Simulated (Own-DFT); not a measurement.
# How strain changes the stress of hcp Ru, 36 atoms (Ru36)

Calculated results; nothing here was measured. The program, named Own-DFT, is a retired in-house plane-wave density functional code that no person has reviewed. Each row is one single-point run on a periodic cell that was not relaxed, without spin or spin-orbit coupling.

Settings of every run: PBE; PseudoDojo norm-conserving scalar-relativistic files; cutoff 50 hartree; 5 x 5 x 4 k mesh centred on Gamma; cold (Marzari-Vanderbilt) smearing of 0.2 eV.

Known limits: forces on such cells failed a check on a denser k mesh; stress not checked against mesh or cutoff.

Unstrained cell vectors in Å: (8.118, 0.000, 0.000); (-4.059, 7.030, 0.000); (0.000, 0.000, 8.563). The unstrained cell has measured lattice constants (interpolated for alloys), not those of this functional. That, the random moves and any unrelaxed bonds set the pressure at no strain. Each run strains this cell uniformly, with the atoms carried along. Every atom was also moved at random, by a Gaussian of width 0.05 Å on each axis. Strain is the symmetric tensor, in per cent. Stress is positive in tension, and the pressure is minus a third of its trace.

```
run,e_xx (%),e_yy (%),e_zz (%),e_yz (%),e_xz (%),e_xy (%),s_xx (GPa),s_yy (GPa),s_zz (GPa),s_yz (GPa),s_xz (GPa),s_xy (GPa),P (GPa),E (meV/atom)
1,1.19,1.89,-1.14,-0.74,-0.22,0.85,0.65,3.68,-8.82,-2.66,-0.61,3.38,1.50,0.0
2,0.33,1.88,1.55,-0.60,1.18,1.21,-0.14,5.04,5.23,-1.70,3.59,4.28,-3.38,21.7
3,0.45,1.56,1.56,1.09,-0.56,0.65,0.45,3.87,5.48,3.78,-1.86,2.60,-3.27,15.7
4,-0.33,1.87,-0.37,1.82,-0.72,0.51,-6.61,1.04,-7.61,6.19,-2.83,1.87,4.39,21.7
5,-0.16,1.11,-0.32,-1.90,-1.50,-1.54,-8.33,-3.33,-9.17,-7.65,-6.09,-6.55,6.94,41.5
6,-1.72,1.11,-1.25,1.12,0.72,-1.08,-19.88,-7.33,-18.01,4.49,3.24,-4.71,15.07,43.3
7,0.46,-0.48,0.65,0.69,-0.17,-1.63,-6.14,-9.69,-3.37,2.55,-0.48,-6.76,6.40,34.3
8,1.65,0.81,1.90,0.96,0.55,-0.74,6.74,2.59,7.38,3.38,1.61,-2.75,-5.57,11.4
9,1.13,1.55,1.92,0.85,-1.28,1.25,5.50,6.45,9.16,2.95,-4.04,4.50,-7.03,2.4
10,-1.31,1.86,0.82,-1.76,0.31,1.24,-10.89,1.86,-1.43,-6.40,1.46,4.99,3.49,17.6
11,0.84,-1.76,-1.24,1.20,0.48,-0.14,-7.93,-20.51,-18.79,4.96,1.51,-0.10,15.74,37.6
12,-1.16,-0.43,-1.14,-0.12,-0.25,1.49,-19.06,-16.32,-19.09,-0.87,-0.96,6.78,18.15,51.9
13,-0.76,1.21,-1.63,-0.31,1.89,-0.73,-13.68,-5.32,-18.19,-1.61,8.16,-2.64,12.40,33.6
14,0.40,-1.80,0.03,1.10,-1.49,1.44,-9.17,-19.08,-11.37,4.67,-5.67,6.21,13.20,43.1
15,-0.91,1.24,-1.56,1.54,-0.73,0.73,-13.61,-4.55,-17.69,6.02,-2.99,2.70,11.95,17.4
16,0.90,1.17,0.74,1.15,-1.52,-0.17,?,?,?,?,?,?,?,?
```

E is the free energy for each atom above the lowest run shown.

## Worked fit

Each stress component was fitted by least squares to a constant and the strains of the runs shown, as fractions, with shears doubled. Shear strains stay in the fit of a normal stress only where such slopes are resolved. The slopes, in GPa:

```
stress,at no strain,per e_xx,per e_yy,per e_zz,scatter
s_xx,-8.4,636 ± 20,202 ± 14,170 ± 16,0.63
s_yy,-8.9,201 ± 17,626 ± 12,154 ± 14,0.54
s_zz,-8.6,195 ± 21,209 ± 14,634 ± 16,0.63
```

Each shear stress against twice its own strain: yz 187 ± 5, xz 190 ± 9, xy 207 ± 4 GPa. These are stiffnesses along x, y and z of the frame in which the cell vectors are given, which need not be the crystal's axes. The atoms are held to the strained lattice; where symmetry lets them move under strain, relaxing them would lower some slopes. The table should be nearly symmetric about its diagonal, and what it lacks of that shows the noise. A ninth of its sum, 336 ± 5 GPa, estimates the bulk modulus near the mean pressure of these runs, 6.0 GPa, so it lies above the value at zero pressure.

## Withheld run

Question: what normal stresses and pressure should run 16 give?

The fit gives s_xx = 0.9, s_yy = 1.3, s_zz = 0.2 and P = -0.8 GPa. The calculation gave 1.04, 2.11, -0.28 and P = -0.96 GPa.
